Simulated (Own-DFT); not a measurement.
# One host, several defects: C11b WSi2

No measurement is shown. These are fixed-geometry runs of a retired plane-wave code named Own-DFT, which no person has reviewed; spin and spin-orbit coupling are neglected.

Common settings: PBE; PseudoDojo norm-conserving scalar-relativistic files; cutoff 50 hartree; 5 x 5 x 5 k mesh centred on Gamma; cold (Marzari-Vanderbilt) smearing of 0.2 eV.

Limits: forces on such cells failed a check on a denser k mesh; stress not checked against mesh or cutoff.

All runs share one cell, with vectors in Å (-2.148, -5.953, 3.409); (-6.444, 2.976, 1.136); (-2.553, -2.948, -6.757) and a volume of 403.2 Å³. u is the rms random offset of the atoms per axis. The defect's site can differ from row to row.

```
cell,formula,u (Å),P (GPa)
no defect,Si20W10,0.0194,4.49
no defect,Si20W10,0.0479,6.50
no defect,Si20W10,0.0490,5.81
one Si vacancy,Si19W10,0.0277,?
one Si vacancy,Si19W10,0.0293,3.16
one Si vacancy,Si19W10,0.0486,4.57
one Si vacancy,Si19W10,0.0552,5.03
one W on a Si site,Si19W11,0.0321,10.02
one W on a Si site,Si19W11,0.0505,11.99
one W on a Si site,Si19W11,0.0562,12.01
one W vacancy,Si20W9,0.0297,3.54
one W vacancy,Si20W9,0.0486,5.23
one W vacancy,Si20W9,0.0518,4.46
one Si on a W site,Si21W9,0.0260,6.21
one Si on a W site,Si21W9,0.0422,6.67
one Si on a W site,Si21W9,0.0575,7.65
```

## What the rows give

P = P0 + c u² + a shift for each defect gives P0 = 4.29 GPa, c = 775 ± 108 GPa/Å² and a scatter of 0.39 GPa. The shifts, and each times the cell's volume:

- one W on a Si site: 5.31 ± 0.32 GPa, 13.4 eV
- one Si on a W site: 1.06 ± 0.32 GPa, 2.7 eV
- one W vacancy: -1.41 ± 0.32 GPa, -3.6 eV
- one Si vacancy: -1.66 ± 0.32 GPa, -4.2 eV

Against the defect-free cell, a freed cell would be larger where the shift is positive and smaller where it is negative (160.2 GPa Å³ is 1 eV). The atoms around the defects weren't relaxed, which would change these numbers.

## Withheld run

Asked: what pressure belongs in the blank (one Si vacancy, u = 0.0277 Å)?

From the fit: 3.23 ± 0.47 GPa. The hidden result is 3.37 GPa.
